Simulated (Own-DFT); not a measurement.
# What random displacements cost in 3C SiC, 64 atoms (C32Si32)

All numbers below are calculated, not measured. They come from Own-DFT, an in-house plane-wave density functional program, since retired, whose code no person has reviewed. Each row is one single-point run on a periodic cell that was not relaxed, without spin or spin-orbit coupling.

Settings of every run: PBE; PseudoDojo norm-conserving scalar-relativistic files; cutoff 42 hartree; 4 x 4 x 4 k mesh centred on Gamma; Fermi-Dirac smearing of 0.1 eV.

Known limits, some of them of some rows only: some atoms lie very close together; forces on such cells passed a denser k mesh, each cell not checked; stress not checked against mesh or cutoff.

Cell vectors in Å: (8.719, 0.000, 0.000); (0.000, 8.719, 0.000); (0.000, 0.000, 8.719). In each run every atom was moved at random and independently from its ideal site; u is the rms move along one axis. E is the free energy for each atom above the fitted value at u = 0, and F the rms of the force components.

| run | u (Å) | E (meV/atom) | F (eV/Å) | largest force (eV/Å) | P (GPa) |
|---|---|---|---|---|---|
| 1 | 0.0297 | 32.8 | 0.844 | 2.86 | 3.75 |
| 2 | 0.0305 | 37.7 | 0.928 | 2.88 | 3.85 |
| 3 | 0.0320 | 40.6 | 0.941 | 3.35 | 3.94 |
| 4 | 0.0588 | 116.3 | 1.527 | 4.83 | 5.64 |
| 5 | 0.0639 | 154.9 | 1.881 | 6.73 | 6.59 |
| 6 | 0.0948 | ? | ? | ? | ? |
| 7 | 0.0984 | 361.4 | 3.205 | 14.34 | 11.69 |
| 8 | 0.1055 | 473.1 | 4.090 | 20.05 | 14.15 |
| 9 | 0.1514 | 885.9 | 5.178 | 19.48 | 23.47 |

## Worked fit

For small independent moves the energy grows as E = (3/2) K u², with K the mean stiffness felt by one atom. The runs with u up to 0.11 Å give K = 25.6 ± 1.2 eV/Å², with residuals divided by u² + 0.0006 Å², since the noise grows with the moves. The scatter is 8.3 meV/atom at u = 0.05 Å. The forces follow F = G u with G = 30.9 eV/Å²; no force at u = 0 is resolved. G exceeds K because the moves of its neighbours add to the force on an atom, and stiffness differs between atoms. At u = 0.151 Å the parabola gives 879 meV/atom and the run 886. The pressure follows P = 2.75 + 973 u² GPa: at fixed volume, shortened bonds push harder than stretched ones pull.

## Withheld run

Question: what energy and rms force should run 6 give?

The fit gives 345 ± 30 meV/atom and about 2.93 eV/Å. The calculation gave 388.3 meV/atom and 3.885 eV/Å. This run lies off the fit, by chance or by something that the fit leaves out.
